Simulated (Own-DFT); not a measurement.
# Same atoms, different arrangement: C34N2Si36, 72 atoms

These are calculations, not measurements. The program, named Own-DFT, is a retired in-house plane-wave density functional code that no person has reviewed. Each row is one single-point run on a periodic cell that was not relaxed, without spin or spin-orbit coupling.

Settings of every run: PBE; PseudoDojo norm-conserving scalar-relativistic files; cutoff 42 hartree; 4 x 4 x 3 k mesh centred on Gamma; Fermi-Dirac smearing of 0.1 eV.

Known limits: not probed for a lower state with spin; forces on such cells passed a denser k mesh, each cell not checked; stress not checked against mesh or cutoff.

All cells hold the same atoms in the same cell, with vectors in Å (9.248, 0.000, 0.000); (-4.624, 8.009, 0.000); (0.000, 0.000, 10.068). Every atom was moved at random from its ideal site; u is the rms move along one axis. The defect's site can differ from row to row. E is the free energy of the cell above the lowest run. The arrangements:

- A: 4H SiC, with two N on a C site each, 3.1 Å apart
- B: 2H SiC, with two N on a C site each, 3.1 Å apart

```
arrangement,u (Å),E (eV),P (GPa)
A,0.0297,0.360,2.65
A,0.0297,0.364,2.76
A,0.0303,0.000,2.62
A,0.0454,3.489,3.85
A,0.0483,3.653,3.75
A,0.0541,5.691,4.59
B,0.0300,1.140,2.94
B,0.0312,1.054,2.95
B,0.0314,1.250,3.08
B,0.0495,5.384,4.30
B,0.0507,5.147,4.27
B,0.0511,5.380,4.44
```

Question: once the cost of the random moves is taken out, how do the arrangements rank?

## Worked answer

Fit E = a + b u², with one b for all and one a for each arrangement, and with residuals divided by u², since the noise grows with the moves. Then b = 2591 eV/Å², the scatter at u = 0.04 Å is 0.28 eV, and against A:

- B: 0.76 ± 0.12 eV (higher)

These are energies of unrelaxed cells. Relaxing the atoms lowers the strained arrangements most, so the gaps would shrink and small ones could change sign.
